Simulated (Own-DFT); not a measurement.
# Stretching a layer in its plane: wurtzite AlGaN with randomly placed atoms, 128 atoms (Al48Ga16N64)

Calculated, not measured: single-point runs of Own-DFT, a retired in-house plane-wave DFT program that no person has reviewed, on unrelaxed cells, without spin or spin-orbit coupling.

Method: PBE; PseudoDojo norm-conserving scalar-relativistic files (stringent for Ga); cutoff 96 hartree; 3 x 3 x 3 k mesh centred on Gamma; Gaussian smearing of 0.01 eV.

Limits: k mesh not checked against a denser one; stress not checked against mesh or cutoff.

Unstrained cell vectors in Å: (12.525, 0.000, 0.000); (-6.263, 10.847, 0.000); (0.000, 0.000, 10.066). The unstrained cell has measured lattice constants (interpolated for alloys), not those of this functional. That, the random moves and any unrelaxed bonds set the pressure at no strain. Each run strains x and y alike by e, as a substrate would, and holds the height along z. Random moves of width 0.05 Å per axis were added to every atom. The random placing of the alloy's atoms differs from row to row. Stress is positive in tension.

```
e (%),u (Å),(s_xx + s_yy)/2 (GPa),s_zz (GPa)
-2.75,0.052,-23.97,-12.93
-1.25,0.050,-13.88,-8.46
-0.50,0.048,-9.26,-6.52
-0.25,0.050,?,?
0.25,0.049,-5.71,-4.23
0.50,0.056,-3.88,-6.10
0.75,0.050,-1.53,-6.99
1.50,0.052,1.48,-4.89
2.75,0.053,7.66,-4.38
3.00,0.045,8.62,-1.94
```

## What the rows give

With e as a fraction, the in-plane stress is -6.5 + 573 e - 2256 e² GPa (errors 9 and 433, scatter 0.44), and s_zz is -7.0 + 153 e GPa (slope ± 28, scatter 1.44). At e = 0 the first slope is C11 + C12 and the second 2 C13, both with the ions held to the strained lattice and at the cell's own pressure. The term in e² is negative: the layer stiffens under compression and softens under tension. A free layer would change its height as e changes, and the in-plane slope would drop by 2 C13²/C33 to the biaxial modulus. At fixed height, a misfit of 1 % moves the in-plane stress by about 5.7 GPa and s_zz by 1.5 GPa.

## Check

Asked: what are the two stresses at e = -0.25 %?

The fitted form gives -7.9 and -7.4 GPa. Computed: -6.88 and -9.19 GPa.
